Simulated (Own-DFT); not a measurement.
# Strain and stress in wurtzite GaN, 72 atoms (Ga36N36)

Calculated results; nothing here was measured. The program, named Own-DFT, is a retired in-house plane-wave density functional code that no person has reviewed. Each row is one single-point run on a periodic cell that was not relaxed, without spin or spin-orbit coupling.

Settings of every run: PBE; PseudoDojo norm-conserving scalar-relativistic files (stringent for Ga); cutoff 96 hartree; 4 x 4 x 3 k mesh centred on Gamma; Gaussian smearing of 0.01 eV.

Known limits: forces not confirmed at this smearing and k mesh; stress not checked against mesh or cutoff.

Unstrained cell vectors in Å: (9.567, 0.000, 0.000); (-4.784, 8.285, 0.000); (0.000, 0.000, 10.370). The unstrained cell has measured lattice constants (interpolated for alloys), not those of this functional. That, the random moves and any unrelaxed bonds set the pressure at no strain. Each run strains this cell uniformly, with the atoms carried along. Every atom was also moved at random, by a Gaussian of width 0.05 Å on each axis. Strain is the symmetric tensor, in per cent. Stress is positive in tension, and the pressure is minus a third of its trace.

| run | e_xx (%) | e_yy (%) | e_zz (%) | e_yz (%) | e_xz (%) | e_xy (%) | s_xx (GPa) | s_yy (GPa) | s_zz (GPa) | s_yz (GPa) | s_xz (GPa) | s_xy (GPa) | P (GPa) | E (meV/atom) |
|---|---|---|---|---|---|---|---|---|---|---|---|---|---|---|
| 1 | -1.27 | 0.13 | 1.34 | 1.92 | -1.95 | 1.12 | -11.25 | -6.71 | -2.72 | 4.22 | -3.43 | 4.29 | 6.89 | 14.6 |
| 2 | -0.36 | -0.87 | -0.81 | -0.07 | -0.05 | 1.59 | -9.61 | -12.12 | -11.70 | -0.16 | -0.09 | 5.94 | 11.14 | 7.3 |
| 3 | 1.36 | -1.81 | -0.26 | -1.47 | -1.73 | 1.72 | -5.35 | -14.15 | -8.44 | -4.55 | -3.50 | 6.80 | 9.31 | 31.0 |
| 4 | -1.59 | -0.46 | 1.18 | 1.27 | -0.24 | 0.57 | -12.32 | -9.54 | -4.96 | 3.00 | -0.15 | 2.08 | 8.94 | 15.2 |
| 5 | 0.12 | -0.58 | 1.40 | 1.77 | 1.38 | 0.05 | -7.71 | -6.63 | -1.45 | 2.66 | 2.25 | 0.64 | 5.27 | 0.0 |
| 6 | 0.33 | -0.78 | 0.80 | 0.63 | 0.42 | -0.62 | -7.52 | -8.83 | -3.85 | 1.58 | 2.10 | -0.53 | 6.73 | 11.3 |
| 7 | 1.73 | 1.32 | 0.55 | 0.85 | 1.68 | 0.80 | -0.51 | -0.49 | -2.34 | 1.31 | 3.54 | 3.51 | 1.11 | 9.4 |
| 8 | -0.54 | 0.76 | 0.05 | 0.38 | -1.79 | -0.99 | -7.72 | -4.31 | -7.84 | 1.47 | -4.23 | -2.39 | 6.63 | 2.7 |
| 9 | -0.42 | -1.54 | 1.49 | -1.30 | -1.84 | 0.19 | -10.45 | -13.51 | -2.12 | -3.61 | -4.83 | 0.24 | 8.69 | 18.7 |
| 10 | -0.97 | 0.90 | 1.71 | -1.45 | -0.72 | -1.33 | -9.61 | -3.70 | 0.51 | -2.43 | -1.15 | -4.05 | 4.27 | 10.8 |
| 11 | -1.53 | 1.53 | -1.64 | -0.49 | -1.73 | -1.03 | -11.68 | -2.86 | -16.75 | -0.20 | -3.95 | -2.63 | 10.43 | 13.9 |
| 12 | -1.81 | 1.03 | 1.61 | 1.45 | -0.91 | -0.20 | -12.96 | -4.13 | -1.10 | 3.02 | -2.13 | -0.64 | 6.06 | 16.2 |
| 13 | -0.14 | 0.99 | 1.12 | -1.40 | 0.01 | 1.20 | -4.97 | -2.59 | -2.70 | -2.23 | -0.37 | 4.12 | 3.42 | 1.4 |
| 14 | 0.36 | -1.20 | 0.44 | -1.13 | 1.78 | -1.12 | -7.05 | -11.02 | -6.31 | -1.36 | 2.81 | -3.84 | 8.13 | 22.1 |
| 15 | 1.77 | -1.41 | 0.64 | -0.70 | -0.50 | 0.36 | ? | ? | ? | ? | ? | ? | ? | ? |

E is the free energy for each atom above the lowest run shown.

## Worked fit

Each stress component was fitted by least squares to a constant and the strains of the runs shown, as fractions, with shears doubled. Shear strains stay in the fit of a normal stress only where such slopes are resolved. The slopes, in GPa:

| stress | at no strain | per e_xx | per e_yy | per e_zz | scatter |
|---|---|---|---|---|---|
| s_xx | -7.5 | 333 ± 21 | 112 ± 20 | 22 ± 21 | 0.75 |
| s_yy | -7.2 | 84 ± 23 | 403 ± 21 | 66 ± 23 | 0.81 |
| s_zz | -7.8 | 114 ± 15 | 58 ± 14 | 476 ± 15 | 0.53 |

Each shear stress against twice its own strain: yz 96 ± 8, xz 100 ± 10, xy 160 ± 7 GPa. These are stiffnesses along x, y and z of the frame in which the cell vectors are given, which need not be the crystal's axes. The atoms are held to the strained lattice; where symmetry lets them move under strain, relaxing them would lower some slopes. The table should be nearly symmetric about its diagonal, and what it lacks of that shows the noise. A ninth of its sum, 185 ± 6 GPa, estimates the bulk modulus near the mean pressure of these runs, 6.9 GPa, so it lies above the value at zero pressure.

## Withheld run

Question: what normal stresses and pressure should run 15 give?

The fit gives s_xx = -3.0, s_yy = -10.9, s_zz = -3.5 and P = 5.8 GPa. The calculation gave -1.28, -9.82, -3.76 and P = 4.95 GPa.
